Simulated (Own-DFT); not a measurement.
# How strain changes the stress of diamond-structure SiGeSn with randomly placed atoms, 64 atoms (Ge48Si8Sn8)

Calculated results; nothing here was measured. The program, named Own-DFT, is a retired in-house plane-wave density functional code that no person has reviewed. Each row is one single-point run on a periodic cell that was not relaxed, without spin or spin-orbit coupling.

Settings of every run: PBE; PseudoDojo norm-conserving scalar-relativistic files; cutoff 49 hartree; 3 x 3 x 3 k mesh centred on Gamma; Fermi-Dirac smearing of 0.1 eV.

Known limits: forces on such cells moved up to 12 meV/angstrom on a denser k mesh; stress not checked against mesh or cutoff.

Unstrained cell vectors in Å: (11.467, 0.000, 0.000); (0.000, 11.467, 0.000); (0.000, 0.000, 11.467). The unstrained cell has measured lattice constants (interpolated for alloys), not those of this functional. That, the random moves and any unrelaxed bonds set the pressure at no strain. Each run strains this cell uniformly, with the atoms carried along. Every atom was also moved at random, by a Gaussian of width 0.05 Å on each axis. The random placing of the alloy's atoms differs from row to row. Strain is the symmetric tensor, in per cent. Stress is positive in tension, and the pressure is minus a third of its trace.

| run | e_xx (%) | e_yy (%) | e_zz (%) | s_xx (GPa) | s_yy (GPa) | s_zz (GPa) | P (GPa) | E (meV/atom) |
|---|---|---|---|---|---|---|---|---|
| 1 | 2.00 | 2.00 | 0.00 | -1.86 | -1.80 | -3.05 | 2.24 | 9.1 |
| 2 | 2.25 | 2.25 | 0.00 | -1.38 | -1.46 | -2.55 | 1.80 | 0.0 |
| 3 | 0.25 | 0.25 | 0.00 | -4.43 | -4.44 | -4.58 | 4.48 | 14.8 |
| 4 | -3.00 | -3.00 | 0.00 | -11.02 | -11.00 | -9.23 | 10.42 | 97.0 |
| 5 | -0.75 | -0.75 | 0.00 | -6.59 | -6.69 | -6.22 | 6.50 | 58.1 |
| 6 | 1.50 | 1.50 | 0.00 | -2.47 | -2.61 | -3.32 | 2.80 | 7.2 |
| 7 | -0.50 | -0.50 | 0.00 | -6.40 | -6.08 | -5.90 | 6.13 | 55.6 |
| 8 | -1.50 | -1.50 | 0.00 | -8.05 | -7.75 | -7.01 | 7.60 | 61.2 |
| 9 | -2.25 | -2.25 | 0.00 | ? | ? | ? | ? | ? |

E is the free energy for each atom above the lowest run shown.

## Worked fit

The change of volume is close to e_xx + e_yy + e_zz. A straight line through the runs shown gives P = 5.32 - 81 x (fractional change of volume) GPa, with an error of 3 on the slope and a scatter of 0.25 GPa. The strain isn't the same on all axes, but the crystal is cubic, so the slope still estimates the bulk modulus, averaged over pressures from 1.8 to 10.4 GPa.

## Withheld run

Question: what pressure should run 9 give? Its volume changes by -4.45 %.

The line gives 8.9 GPa. The calculation gave 8.81 GPa.
